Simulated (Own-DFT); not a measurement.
## Calculated data, AlN (wurtzite, strained, atoms displaced)

A calculation, not a measurement: plane-wave PBE density functional theory by an unreviewed code, no spin, of a simulated periodic cell, stress positive in tension, free energy of the whole cell less one offset for each atom, forces on such cells passed a denser k mesh, this cell's mesh not checked; offsets are fitted by least squares, one for each functional and potential file, so energies compare only between cells with the same atoms and settings and are not formation energies; the far tail of each file's local potential was reset to the Coulomb form; each entry is a single point on an unrelaxed cell, so the pressure reflects the starting lattice, mostly measured values (interpolated for alloys), from which strain is counted, and rises with the displacements; printed positions are rounded, which can move forces by about a meV/angstrom; the program, named Own-DFT, is a retired in-house code; no spin-orbit coupling. Program: Own-DFT development build.

Settings shared by all entries: functional PBE; potential files PseudoDojo norm-conserving, scalar-relativistic, standard set; wave cutoff 42 hartree; occupations Fermi-Dirac; smearing width 0.1 eV; hardware one NVIDIA H100; k mesh 2 x 2 x 2 centred on Gamma.

(1) 
```cif
# cell vector a (Å): 12.5884 -0.2324 -0.1586
# cell vector b (Å): -6.4954 10.8458 -0.0573
# cell vector c (Å): -0.1270 -0.1263 10.0701
data_AlN
_symmetry_space_group_name_H-M 'P 1'
_symmetry_Int_Tables_number 1
_cell_length_a 12.5915
_cell_length_b 12.6422
_cell_length_c 10.0717
_cell_angle_alpha 90.505
_cell_angle_beta 91.431
_cell_angle_gamma 121.967
_cell_volume 1359.24
loop_
_atom_site_label
_atom_site_type_symbol
_atom_site_fract_x
_atom_site_fract_y
_atom_site_fract_z
_atom_site_occupancy
Al1 Al 0.08138 0.16652 0.00568 1
Al2 Al 0.16838 0.07864 0.24443 1
N1 N 0.08244 0.16866 0.19240 1
N2 N 0.17485 0.09254 0.44643 1
Al3 Al 0.08630 0.16403 0.50534 1
Al4 Al 0.16781 0.07978 0.74606 1
N3 N 0.08284 0.16295 0.68981 1
N4 N 0.16419 0.08091 0.94268 1
Al5 Al 0.08294 0.42114 0.99525 1
Al6 Al 0.17078 0.33590 0.24339 1
N5 N 0.08134 0.41079 0.19466 1
N6 N 0.16371 0.33487 0.44310 1
Al7 Al 0.07762 0.41389 0.50733 1
Al8 Al 0.16906 0.33508 0.74411 1
N7 N 0.08123 0.41445 0.68723 1
N8 N 0.16166 0.32970 0.94232 1
Al9 Al 0.08704 0.67193 0.99504 1
Al10 Al 0.16787 0.58674 0.24806 1
N9 N 0.07717 0.66069 0.19579 1
N10 N 0.17106 0.58849 0.45063 1
Al11 Al 0.08996 0.66161 0.49970 1
Al12 Al 0.16899 0.57756 0.74300 1
N11 N 0.07971 0.66936 0.69326 1
N12 N 0.17588 0.58683 0.93471 1
Al13 Al 0.08713 0.92048 0.00245 1
Al14 Al 0.16813 0.83542 0.26237 1
N13 N 0.07612 0.91190 0.18691 1
N14 N 0.16971 0.83424 0.44246 1
Al15 Al 0.08186 0.91916 0.49801 1
Al16 Al 0.15943 0.83167 0.74393 1
N15 N 0.08535 0.92196 0.69801 1
N16 N 0.17403 0.83630 0.93770 1
Al17 Al 0.33510 0.16313 0.99883 1
Al18 Al 0.41350 0.07623 0.24397 1
N17 N 0.33117 0.16202 0.19005 1
N18 N 0.41896 0.08957 0.45323 1
Al19 Al 0.34019 0.17311 0.50438 1
Al20 Al 0.42002 0.08206 0.75620 1
N19 N 0.33085 0.16356 0.70133 1
N20 N 0.41876 0.07988 0.94252 1
Al21 Al 0.32518 0.41478 0.99953 1
Al22 Al 0.42113 0.33780 0.24043 1
N21 N 0.33032 0.41352 0.19229 1
N22 N 0.41362 0.33651 0.44298 1
Al23 Al 0.33550 0.41492 0.50703 1
Al24 Al 0.41640 0.33657 0.74763 1
N23 N 0.33361 0.41800 0.68865 1
N24 N 0.41427 0.33351 0.93730 1
Al25 Al 0.32843 0.66024 0.00913 1
Al26 Al 0.41702 0.58424 0.24484 1
N25 N 0.33296 0.67270 0.18952 1
N26 N 0.42058 0.58571 0.43924 1
Al27 Al 0.33767 0.66432 0.51415 1
Al28 Al 0.41350 0.57875 0.74404 1
N27 N 0.32882 0.66319 0.68296 1
N28 N 0.42483 0.58788 0.93416 1
Al29 Al 0.33430 0.91211 0.99484 1
Al30 Al 0.41487 0.83509 0.24545 1
N29 N 0.33952 0.92209 0.19418 1
N30 N 0.41828 0.83664 0.44098 1
Al31 Al 0.33451 0.91843 0.49899 1
Al32 Al 0.41705 0.83421 0.74642 1
N31 N 0.32884 0.91530 0.69369 1
N32 N 0.42197 0.84823 0.93687 1
Al33 Al 0.57974 0.16515 0.99884 1
Al34 Al 0.66399 0.07830 0.24497 1
N33 N 0.58988 0.17423 0.18567 1
N34 N 0.66352 0.08355 0.43100 1
Al35 Al 0.58436 0.17251 0.49630 1
Al36 Al 0.66874 0.07551 0.75689 1
N35 N 0.59009 0.16621 0.68644 1
N36 N 0.66834 0.07999 0.94067 1
Al37 Al 0.58718 0.42289 0.00271 1
Al38 Al 0.66931 0.33188 0.25804 1
N37 N 0.58447 0.41414 0.18968 1
N38 N 0.66368 0.32770 0.43562 1
Al39 Al 0.57985 0.40708 0.50360 1
Al40 Al 0.67022 0.33639 0.75139 1
N39 N 0.58687 0.41705 0.69110 1
N40 N 0.67215 0.32612 0.93759 1
Al41 Al 0.59204 0.67294 0.99837 1
Al42 Al 0.67217 0.58812 0.25082 1
N41 N 0.58551 0.66572 0.19839 1
N42 N 0.67409 0.58259 0.44334 1
Al43 Al 0.58434 0.66621 0.50356 1
Al44 Al 0.65901 0.58181 0.75292 1
N43 N 0.58477 0.67017 0.68981 1
N44 N 0.66205 0.58724 0.93713 1
Al45 Al 0.58045 0.91789 0.99686 1
Al46 Al 0.66807 0.83315 0.25275 1
N45 N 0.58509 0.91240 0.19087 1
N46 N 0.65883 0.82654 0.44004 1
Al47 Al 0.58203 0.91591 0.49981 1
Al48 Al 0.66354 0.82849 0.74962 1
N47 N 0.58492 0.91759 0.68891 1
N48 N 0.67503 0.83738 0.94307 1
Al49 Al 0.82698 0.16163 0.99435 1
Al50 Al 0.92464 0.08433 0.25983 1
N49 N 0.83012 0.15764 0.19390 1
N50 N 0.92408 0.08563 0.44516 1
Al51 Al 0.83552 0.17209 0.48985 1
Al52 Al 0.92083 0.08953 0.74339 1
N51 N 0.82926 0.16457 0.68628 1
N52 N 0.91718 0.08106 0.93767 1
Al53 Al 0.83640 0.41879 0.99864 1
Al54 Al 0.91518 0.33351 0.25302 1
N53 N 0.83144 0.40864 0.18822 1
N54 N 0.91584 0.32672 0.43552 1
Al55 Al 0.83061 0.41210 0.50456 1
Al56 Al 0.91623 0.32931 0.75130 1
N55 N 0.82108 0.40918 0.69253 1
N56 N 0.92559 0.33886 0.94654 1
Al57 Al 0.83163 0.66535 0.99467 1
Al58 Al 0.92131 0.59027 0.25763 1
N57 N 0.83641 0.66445 0.19204 1
N58 N 0.92318 0.58539 0.43821 1
Al59 Al 0.82179 0.65996 0.50257 1
Al60 Al 0.92242 0.58666 0.75132 1
N59 N 0.83474 0.66915 0.68725 1
N60 N 0.91926 0.58596 0.95279 1
Al61 Al 0.83460 0.91767 0.99495 1
Al62 Al 0.91570 0.83267 0.25066 1
N61 N 0.83622 0.91662 0.19584 1
N62 N 0.92202 0.83657 0.45040 1
Al63 Al 0.83580 0.91311 0.49875 1
Al64 Al 0.92174 0.83704 0.75490 1
N63 N 0.83280 0.91357 0.68665 1
N64 N 0.91321 0.83503 0.94135 1
_calc_free_energy_of_cell_above_offsets '-52.443'  # eV
_calc_pressure 2.67  # GPa
_calc_stress_xx -2.15  # GPa
_calc_stress_yy -5.37  # GPa
_calc_stress_zz -0.49  # GPa
_calc_stress_yz -3.32  # GPa
_calc_stress_xz -3.11  # GPa
_calc_stress_xy -7.82  # GPa
_calc_wall_time 382.5  # s
```

Force:
```
element  x (eV/Å)  y (eV/Å)  z (eV/Å)
     Al     0.398    -0.581     -0.65
     Al    -1.371     1.208     1.149
      N     1.642    -0.673    -0.189
      N    -0.397    -1.728    -1.085
     Al     0.111     1.379     -0.83
     Al    -1.079     1.924     1.783
      N     0.828     1.024     0.448
      N     -0.04     0.815    -0.126
     Al     2.253    -0.075     1.772
     Al    -1.574     -0.67     2.169
      N     0.164     1.772     -0.94
      N     0.563     0.003     0.273
     Al     1.594     0.357    -2.514
     Al    -0.527     -1.24     0.879
      N     0.097    -0.602     1.283
      N    -0.552     0.889    -1.093
     Al      0.77    -0.211     1.164
     Al    -0.413     -1.23     1.226
      N     1.933     1.916    -1.104
      N     0.808    -1.604    -1.209
     Al    -2.084     1.532     0.597
     Al    -1.592     1.597     0.909
      N     2.084    -1.528    -0.759
      N    -2.205    -0.679    -0.236
     Al    -0.085    -1.074    -0.761
     Al    -0.208     -0.52    -2.153
      N      1.75     0.122     1.055
      N    -1.224    -0.125     0.762
     Al     2.156     0.843     1.185
     Al      1.09     1.436     0.885
      N     0.368    -2.247    -1.646
      N      -2.2    -0.579     0.091
     Al    -0.387     0.438    -0.406
     Al     0.406     4.161     1.613
      N     0.847     0.592    -0.304
      N    -0.784    -0.906    -2.074
     Al    -0.174    -0.792     0.462
     Al    -0.001     0.479     -1.31
      N     1.297     1.116    -1.197
      N    -1.428     0.093    -0.035
     Al     2.033     0.516    -0.219
     Al     -0.64    -1.093     1.244
      N     1.117     1.132    -1.224
      N     1.137    -0.167    -0.567
     Al     -1.39     0.602    -2.359
     Al     0.595    -0.983     0.864
      N     0.389    -0.778     0.568
      N      0.11      0.34     0.816
     Al     2.187     1.919    -1.907
     Al    -0.029     0.225     1.331
      N     0.676    -1.626     0.282
      N    -0.847    -0.833     0.389
     Al      0.09     0.812    -5.073
     Al     0.113     2.016     1.004
      N     1.288     0.269     3.844
      N      -1.7    -0.574     1.015
     Al    -0.373      1.54     0.975
     Al     1.158      0.87     1.517
      N    -0.814    -3.272    -1.255
      N    -0.886    -0.991    -0.094
     Al     0.917     0.581      1.07
     Al    -0.717      0.38     0.162
      N     0.713    -0.417    -0.657
      N     0.533     -3.15    -0.361
     Al     1.907     0.522     0.517
     Al    -0.013     1.011     0.173
      N    -0.604    -2.432     0.431
      N     0.076    -0.014     1.058
     Al     1.692     -2.35     1.174
     Al    -1.238     1.864    -1.412
      N    -0.692    -0.284     0.984
      N    -1.948     0.109    -0.262
     Al     0.145    -1.437    -0.622
     Al     -0.01     0.723    -2.462
      N       0.4     0.903     0.196
      N    -0.406     1.922     1.458
     Al     0.241      1.51    -0.732
     Al    -1.664    -2.234     0.763
      N    -0.832    -0.373     0.114
      N    -1.991     1.561    -0.016
     Al    -1.093     -0.05     1.061
     Al    -0.095    -0.953     0.443
      N     0.064    -0.268     -1.62
      N    -4.482    -2.319    -1.413
     Al     0.619    -0.185    -0.929
     Al     1.441     0.942    -1.114
      N    -0.327    -2.162    -0.011
      N     1.405    -0.818     0.552
     Al     2.151    -0.414     1.171
     Al    -0.047      0.49    -0.016
      N    -0.956    -0.477     -0.88
      N     0.877     1.276     0.313
     Al     0.736     0.891    -0.498
     Al     0.631     2.302     0.276
      N     0.141    -1.706     0.219
      N    -2.692    -0.837    -0.958
     Al     2.811     1.239     2.063
     Al    -1.612    -0.041    -0.925
      N     0.569     0.896    -0.598
      N     -1.49    -0.827     0.053
     Al     0.103    -3.105     0.966
     Al    -0.554    -1.639     0.551
      N     1.068     0.259     0.061
      N    -0.926     0.792    -0.473
     Al     0.619    -0.757     1.154
     Al      0.38    -0.999    -1.503
      N    -0.306     1.551     0.683
      N    -1.306     2.561     1.102
     Al     0.514     0.782    -0.837
     Al    -1.116       0.2     0.424
      N     3.827     2.271     -0.76
      N    -2.746     -1.61    -1.913
     Al     0.443     0.791     0.942
     Al    -0.569    -2.192    -1.154
      N    -0.771     0.319    -0.548
      N    -1.148    -0.982     1.675
     Al     5.231     2.765     1.111
     Al    -2.185    -0.954     0.141
      N    -0.001    -0.832     1.707
      N    -0.658    -0.075    -2.223
     Al     1.115     1.002     1.501
     Al    -0.381    -0.095     0.488
      N      0.02    -0.355    -0.446
      N    -1.563    -1.664    -1.968
     Al     -1.03     0.589     0.332
     Al    -1.353    -0.235    -0.831
      N    -0.096      0.31     0.693
      N     1.182    -0.622     0.128
```

(2) 
```cif
# cell vector a (Å): 12.5020 -0.0599 0.0646
# cell vector b (Å): -6.3029 10.6578 -0.1565
# cell vector c (Å): 0.0517 -0.1148 10.0145
data_AlN
_symmetry_space_group_name_H-M 'P 1'
_symmetry_Int_Tables_number 1
_cell_length_a 12.5023
_cell_length_b 12.3830
_cell_length_c 10.0153
_cell_angle_alpha 91.440
_cell_angle_beta 89.405
_cell_angle_gamma 120.875
_cell_volume 1330.38
loop_
_atom_site_label
_atom_site_type_symbol
_atom_site_fract_x
_atom_site_fract_y
_atom_site_fract_z
_atom_site_occupancy
Al1 Al 0.08121 0.16665 0.00391 1
Al2 Al 0.16326 0.07738 0.25391 1
N1 N 0.08021 0.17330 0.18320 1
N2 N 0.16852 0.08214 0.44796 1
Al3 Al 0.08178 0.16107 0.49590 1
Al4 Al 0.16528 0.09210 0.75171 1
N3 N 0.07946 0.17190 0.68944 1
N4 N 0.16579 0.08165 0.93928 1
Al5 Al 0.08858 0.42410 0.98880 1
Al6 Al 0.17037 0.33640 0.24752 1
N5 N 0.08013 0.42202 0.19520 1
N6 N 0.16261 0.33379 0.42870 1
Al7 Al 0.07893 0.41189 0.49903 1
Al8 Al 0.15806 0.33178 0.75487 1
N7 N 0.08606 0.42303 0.68806 1
N8 N 0.16122 0.32552 0.94337 1
Al9 Al 0.08403 0.66608 0.99959 1
Al10 Al 0.16750 0.59075 0.25421 1
N9 N 0.08533 0.66613 0.19436 1
N10 N 0.16213 0.58014 0.43826 1
Al11 Al 0.08257 0.66439 0.50024 1
Al12 Al 0.15682 0.57536 0.74479 1
N11 N 0.08927 0.68115 0.69279 1
N12 N 0.16020 0.58379 0.94395 1
Al13 Al 0.08110 0.91053 0.00426 1
Al14 Al 0.16409 0.82585 0.25501 1
N13 N 0.08661 0.91650 0.19056 1
N14 N 0.16863 0.83536 0.43726 1
Al15 Al 0.07996 0.92769 0.50027 1
Al16 Al 0.16595 0.83243 0.74599 1
N15 N 0.08907 0.91562 0.69438 1
N16 N 0.16401 0.83208 0.93829 1
Al17 Al 0.33476 0.16711 0.99676 1
Al18 Al 0.41511 0.08631 0.25055 1
N17 N 0.34255 0.17576 0.19381 1
N18 N 0.40300 0.07314 0.43831 1
Al19 Al 0.33709 0.16621 0.49646 1
Al20 Al 0.41894 0.09042 0.75130 1
N19 N 0.32952 0.16567 0.69047 1
N20 N 0.41884 0.08515 0.94104 1
Al21 Al 0.33536 0.41492 0.99867 1
Al22 Al 0.41727 0.33069 0.24422 1
N21 N 0.32832 0.41109 0.19208 1
N22 N 0.41739 0.33135 0.43650 1
Al23 Al 0.33646 0.42277 0.50945 1
Al24 Al 0.40567 0.32185 0.74591 1
N23 N 0.32063 0.40783 0.68989 1
N24 N 0.41515 0.33434 0.94262 1
Al25 Al 0.32985 0.66004 0.00272 1
Al26 Al 0.41781 0.58352 0.25579 1
N25 N 0.33729 0.66737 0.18566 1
N26 N 0.42226 0.58774 0.43615 1
Al27 Al 0.32970 0.66017 0.49527 1
Al28 Al 0.41552 0.58048 0.74304 1
N27 N 0.32851 0.66126 0.68762 1
N28 N 0.41759 0.58301 0.92975 1
Al29 Al 0.33261 0.91780 0.99922 1
Al30 Al 0.42275 0.83024 0.25389 1
N29 N 0.33439 0.91545 0.19304 1
N30 N 0.41249 0.82912 0.44451 1
Al31 Al 0.34097 0.92570 0.50877 1
Al32 Al 0.41139 0.82851 0.74918 1
N31 N 0.32796 0.92098 0.69316 1
N32 N 0.42018 0.83147 0.93468 1
Al33 Al 0.58529 0.17382 0.00394 1
Al34 Al 0.66558 0.07893 0.25697 1
N33 N 0.58542 0.16628 0.18707 1
N34 N 0.66466 0.08176 0.44703 1
Al35 Al 0.58476 0.16864 0.49073 1
Al36 Al 0.66983 0.08188 0.74952 1
N35 N 0.57905 0.16456 0.68951 1
N36 N 0.66838 0.08019 0.94638 1
Al37 Al 0.58562 0.41334 0.01075 1
Al38 Al 0.66693 0.32942 0.25112 1
N37 N 0.57929 0.41376 0.19858 1
N38 N 0.66581 0.33741 0.44605 1
Al39 Al 0.59248 0.41792 0.50008 1
Al40 Al 0.66055 0.33192 0.75177 1
N39 N 0.57913 0.41886 0.69053 1
N40 N 0.67386 0.33965 0.94476 1
Al41 Al 0.57411 0.66375 0.99721 1
Al42 Al 0.66497 0.58151 0.24965 1
N41 N 0.58348 0.66766 0.20210 1
N42 N 0.66224 0.58586 0.43915 1
Al43 Al 0.58545 0.67057 0.50606 1
Al44 Al 0.66428 0.57766 0.74750 1
N43 N 0.59016 0.67678 0.69544 1
N44 N 0.67088 0.58775 0.94279 1
Al45 Al 0.58249 0.91853 0.00095 1
Al46 Al 0.66812 0.83461 0.24010 1
N45 N 0.58561 0.91927 0.19424 1
N46 N 0.66348 0.82864 0.43894 1
Al47 Al 0.57971 0.91870 0.50732 1
Al48 Al 0.66084 0.82760 0.76134 1
N47 N 0.57844 0.91635 0.70044 1
N48 N 0.66679 0.83504 0.93875 1
Al49 Al 0.83155 0.16525 0.00336 1
Al50 Al 0.91702 0.08424 0.25620 1
N49 N 0.83641 0.17392 0.18424 1
N50 N 0.91206 0.07642 0.43860 1
Al51 Al 0.83220 0.16706 0.50418 1
Al52 Al 0.91559 0.08412 0.74892 1
N51 N 0.84008 0.17372 0.69164 1
N52 N 0.91186 0.08453 0.94628 1
Al53 Al 0.82532 0.41465 0.00203 1
Al54 Al 0.91205 0.32853 0.24303 1
N53 N 0.83334 0.41570 0.18731 1
N54 N 0.90643 0.33013 0.43893 1
Al55 Al 0.83988 0.42020 0.50471 1
Al56 Al 0.91768 0.33240 0.75503 1
N55 N 0.83415 0.42310 0.69085 1
N56 N 0.91651 0.33299 0.93556 1
Al57 Al 0.83178 0.66699 0.00055 1
Al58 Al 0.92717 0.58347 0.24675 1
N57 N 0.83161 0.66811 0.19342 1
N58 N 0.93100 0.59922 0.44740 1
Al59 Al 0.83509 0.66386 0.49067 1
Al60 Al 0.91352 0.57980 0.74988 1
N59 N 0.83786 0.66939 0.68804 1
N60 N 0.91276 0.58667 0.93667 1
Al61 Al 0.83386 0.92253 0.00104 1
Al62 Al 0.91757 0.84109 0.24872 1
N61 N 0.83290 0.92672 0.18861 1
N62 N 0.91796 0.83027 0.43836 1
Al63 Al 0.83322 0.91813 0.49783 1
Al64 Al 0.91945 0.83468 0.74077 1
N63 N 0.84663 0.92148 0.68614 1
N64 N 0.91930 0.83548 0.94591 1
_calc_free_energy_of_cell_above_offsets '-52.116'  # eV
_calc_pressure 7.04  # GPa
_calc_stress_xx -2.84  # GPa
_calc_stress_yy -14.12  # GPa
_calc_stress_zz -4.17  # GPa
_calc_stress_yz -4.09  # GPa
_calc_stress_xz 1.49  # GPa
_calc_stress_xy -1.66  # GPa
_calc_wall_time 375.5  # s
```

Force:
```
element  x (eV/Å)  y (eV/Å)  z (eV/Å)
     Al     0.118    -1.357    -0.913
     Al     0.275     2.174    -0.668
      N     1.234    -1.924      2.41
      N    -0.707     2.071    -1.834
     Al    -0.685     1.854     0.407
     Al      0.26    -2.011      0.01
      N       0.7     -0.99    -0.624
      N    -0.199     0.555     0.671
     Al    -0.838     -2.52     2.763
     Al    -2.157     0.265    -0.441
      N     1.078    -0.306    -1.264
      N     0.802    -0.486     2.604
     Al    -0.103     0.172    -1.154
     Al     0.451      0.64    -0.164
      N    -0.485    -3.681    -0.393
      N     0.139     2.404    -0.881
     Al    -1.683     0.668     0.035
     Al     1.185     -1.46    -0.721
      N      0.24    -0.049    -1.809
      N     0.489    -0.014     0.801
     Al      1.94     3.141     1.222
     Al     0.076     4.882     1.176
      N     0.504    -6.194    -1.196
      N     1.886     0.566     -1.68
     Al     0.006     1.035    -1.052
     Al     0.276      2.54     0.092
      N    -0.369    -0.619     0.375
      N    -0.127     0.167     1.405
     Al     2.518     -4.14     1.365
     Al    -0.379     3.116     1.743
      N    -1.983     1.673    -1.127
      N     0.886     0.059     0.574
     Al    -0.757    -0.413     0.803
     Al     0.473    -1.134     -0.46
      N    -1.093    -3.999    -1.409
      N     2.398     3.382    -0.692
     Al    -1.042     0.741     0.682
     Al    -0.552    -1.477     0.235
      N     0.531    -1.319    -0.829
      N     0.064      0.65    -0.004
     Al    -1.226     0.214     0.463
     Al    -1.599     2.396     2.198
      N     1.631     1.598     -1.09
      N    -0.089     0.746     1.002
     Al      0.05    -1.602    -2.772
     Al     0.235     3.465     0.967
      N     1.213     0.789      0.73
      N     1.464     -0.32    -0.741
     Al    -0.084     1.259    -1.437
     Al    -0.096    -0.555     -1.34
      N     -0.17    -0.803     1.271
      N    -0.695    -0.912     2.114
     Al    -0.413     0.669     0.836
     Al    -0.381     0.531     0.276
      N     0.157    -0.424     -0.16
      N    -1.171    -1.028      1.05
     Al     0.478    -0.841     0.245
     Al    -1.784     0.992    -0.049
      N     0.327    -0.207    -0.619
      N      0.43     0.767    -0.036
     Al    -1.406    -3.779    -0.561
     Al    -0.834     0.577    -0.003
      N     2.293     0.061     0.231
      N    -1.239    -0.444      1.25
     Al     0.965    -1.699     -0.93
     Al     0.264     1.701    -1.002
      N    -0.175    -0.537     1.748
      N     0.087     0.412    -0.637
     Al    -1.149    -0.381     1.541
     Al    -0.965     0.916     1.096
      N     1.161     0.545    -0.446
      N    -1.301     1.564    -1.161
     Al    -1.231     1.459    -1.166
     Al    -0.363     1.366     0.454
      N     1.777      0.02    -1.113
      N     2.681    -0.995    -1.449
     Al    -3.744     1.049     0.127
     Al     0.657     0.827     -0.36
      N     0.253    -2.217    -0.198
      N    -2.742    -1.915    -1.288
     Al     2.258     0.638     0.855
     Al    -0.026     0.944     0.511
      N    -0.155    -0.918     -2.59
      N     1.572    -0.691     0.559
     Al     0.253    -0.013    -0.586
     Al      0.45     2.839     1.047
      N    -0.285    -4.038    -1.175
      N    -1.537    -1.495    -0.159
     Al     0.029    -0.639     0.058
     Al    -0.244     0.305     2.018
      N     0.242    -0.989    -0.825
      N    -0.348     2.087     0.044
     Al     1.031    -1.828    -0.123
     Al     0.553     3.412    -1.484
      N     1.213     -0.46    -1.387
      N    -0.142    -0.297     2.215
     Al     0.023     0.815    -0.791
     Al    -0.551     1.868    -1.556
      N    -0.264    -3.315     1.777
      N    -0.131     2.014     0.484
     Al     0.388    -0.074    -0.432
     Al     0.137    -0.032     1.058
      N     -0.64    -1.971    -0.561
      N     1.031     0.349    -1.657
     Al     3.584     2.075    -0.249
     Al     0.555     2.704      1.13
      N    -0.495    -0.067     0.751
      N     1.484    -0.117    -0.094
     Al    -1.293     0.791    -0.393
     Al    -0.956     1.646    -0.765
      N     0.368    -2.915    -0.041
      N    -0.393     0.371     1.242
     Al     0.179      0.97     0.363
     Al    -2.785      0.09     1.043
      N      1.01    -0.359    -0.042
      N    -1.798    -4.191    -2.263
     Al    -1.293     0.876     1.263
     Al     0.034     3.269     0.282
      N    -0.916    -1.589    -0.527
      N     1.277    -0.966     1.117
     Al     0.875    -1.204    -0.446
     Al     0.162    -1.038    -0.172
      N     0.999     -1.69     0.064
      N    -1.269     1.479    -0.369
     Al    -0.099    -2.251     0.399
     Al      0.87     0.101     1.746
      N    -2.369    -0.489     0.259
      N    -1.219     0.063    -0.698
```
